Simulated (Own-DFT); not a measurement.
# Response to strain: 2H SiC, 32 atoms (C16Si16)

These are calculations, not measurements. They come from Own-DFT, an in-house plane-wave density functional program, since retired, whose code no person has reviewed. Each row is one single-point run on a periodic cell that was not relaxed, without spin or spin-orbit coupling.

Settings of every run: PBE; PseudoDojo norm-conserving scalar-relativistic files; cutoff 42 hartree; 5 x 5 x 3 k mesh centred on Gamma; Fermi-Dirac smearing of 0.1 eV.

Known limits: forces on such cells passed a denser k mesh, each cell not checked; stress not checked against mesh or cutoff.

Unstrained cell vectors in Å: (6.165, 0.000, 0.000); (-3.083, 5.339, 0.000); (0.000, 0.000, 10.068). The unstrained cell has measured lattice constants (interpolated for alloys), not those of this functional. That, the random moves and any unrelaxed bonds set the pressure at no strain. Each run strains this cell uniformly, with the atoms carried along. Every atom was also moved at random, by a Gaussian of width 0.05 Å on each axis. Strain is the symmetric tensor, in per cent. Stress is positive in tension, and the pressure is minus a third of its trace.

| run | e_xx (%) | e_yy (%) | e_zz (%) | e_yz (%) | e_xz (%) | e_xy (%) | s_xx (GPa) | s_yy (GPa) | s_zz (GPa) | s_yz (GPa) | s_xz (GPa) | s_xy (GPa) | P (GPa) | E (meV/atom) |
|---|---|---|---|---|---|---|---|---|---|---|---|---|---|---|
| 1 | -0.67 | -1.05 | -0.28 | 0.14 | -1.93 | 0.87 | -10.16 | -10.11 | -9.97 | -0.72 | -6.47 | 6.83 | 10.08 | 29.9 |
| 2 | 0.04 | 1.27 | 1.96 | 1.68 | 1.62 | -1.54 | -1.35 | -0.90 | 5.78 | 4.68 | 4.89 | -6.05 | -1.18 | 29.6 |
| 3 | 0.14 | -1.29 | 0.49 | -0.51 | -1.58 | -1.31 | -6.75 | -14.09 | -2.67 | -3.86 | -7.24 | -6.17 | 7.84 | 54.2 |
| 4 | -0.62 | 0.96 | -1.86 | 0.82 | 0.12 | -0.44 | -8.60 | 1.15 | -20.44 | 2.76 | 0.25 | -2.33 | 9.30 | 35.6 |
| 5 | 0.74 | -0.04 | -0.18 | -0.91 | 1.24 | -1.12 | -0.89 | -4.00 | -7.21 | -2.63 | 4.18 | -4.14 | 4.03 | 25.7 |
| 6 | 0.31 | -1.29 | -1.00 | 1.36 | 1.47 | 0.63 | -5.19 | -10.87 | -13.55 | 4.47 | 4.57 | 3.75 | 9.87 | 29.7 |
| 7 | 1.27 | -1.38 | -0.09 | -1.41 | 0.55 | -1.59 | 2.85 | -12.35 | -8.72 | -3.80 | 1.93 | -6.69 | 6.07 | 27.4 |
| 8 | 0.07 | -0.93 | 1.26 | 1.74 | -0.72 | -1.15 | -2.31 | -11.11 | 0.16 | 7.10 | -2.53 | -3.77 | 4.42 | 21.1 |
| 9 | 0.62 | -1.07 | 1.12 | 0.28 | 0.02 | -0.16 | -0.75 | -10.06 | -0.24 | -0.67 | -1.91 | -1.58 | 3.68 | 24.0 |
| 10 | 0.26 | -0.57 | 0.16 | -1.88 | 0.02 | 0.33 | -2.48 | -6.16 | -8.58 | -5.52 | -0.21 | 2.77 | 5.74 | 20.0 |
| 11 | -1.49 | -1.99 | -1.87 | -1.54 | 1.93 | -0.24 | -14.13 | -18.54 | -24.12 | -2.71 | 5.25 | -4.28 | 18.93 | 77.4 |
| 12 | -0.18 | -1.26 | -1.42 | -0.67 | 0.20 | 0.51 | -8.60 | -14.49 | -14.82 | -3.82 | -0.80 | 2.95 | 12.64 | 39.0 |
| 13 | -0.53 | 1.59 | 1.88 | 0.90 | 0.28 | 0.80 | -6.45 | 4.55 | 5.59 | 2.22 | -0.20 | 3.48 | -1.23 | 0.0 |
| 14 | -0.15 | 1.71 | 0.61 | -1.91 | 0.71 | 0.81 | -2.49 | 4.84 | -3.15 | -5.37 | 1.93 | 2.59 | 0.27 | 10.0 |
| 15 | 1.53 | -1.84 | -1.39 | 0.30 | 1.69 | -0.60 | 3.56 | -19.57 | -15.15 | 1.08 | 6.67 | -3.42 | 10.39 | 67.2 |
| 16 | -0.91 | -0.12 | 1.08 | 0.64 | 0.85 | -1.27 | -9.44 | -6.33 | -2.98 | 0.76 | 2.85 | -5.51 | 6.25 | 64.4 |
| 17 | 1.65 | 1.49 | 1.57 | -1.66 | -0.31 | 0.10 | 7.35 | 4.59 | 1.42 | -4.71 | -0.65 | 0.93 | -4.45 | 25.9 |
| 18 | -0.56 | -0.23 | -1.28 | 1.70 | 0.28 | 0.66 | ? | ? | ? | ? | ? | ? | ? | ? |

E is the free energy for each atom above the lowest run shown.

## Worked fit

Each stress component was fitted by least squares to a constant and the strains of the runs shown, as fractions, with shears doubled. Shear strains stay in the fit of a normal stress only where such slopes are resolved. The slopes, in GPa:

```
stress  at no strain  per e_xx  per e_yy  per e_zz  scatter
  s_xx          -4.4  599 ± 39   73 ± 31   58 ± 31     1.30
  s_yy          -5.2   19 ± 57  607 ± 46    0 ± 46     1.91
  s_zz          -7.8   84 ± 50   18 ± 40  644 ± 40     1.66
```

Each shear stress against twice its own strain: yz 147 ± 14, xz 170 ± 11, xy 232 ± 20 GPa. These are stiffnesses along x, y and z of the frame in which the cell vectors are given, which need not be the crystal's axes. The atoms are held to the strained lattice; where symmetry lets them move under strain, relaxing them would lower some slopes. The table should be nearly symmetric about its diagonal, and what it lacks of that shows the noise. A ninth of its sum, 233 ± 5 GPa, estimates the bulk modulus near the mean pressure of these runs, 6.0 GPa, so it lies above the value at zero pressure.

## Withheld run

Question: what normal stresses and pressure should run 18 give?

The fit gives s_xx = -8.7, s_yy = -6.7, s_zz = -16.5 and P = 10.6 GPa. The calculation gave -9.39, -7.25, -14.78 and P = 10.47 GPa.
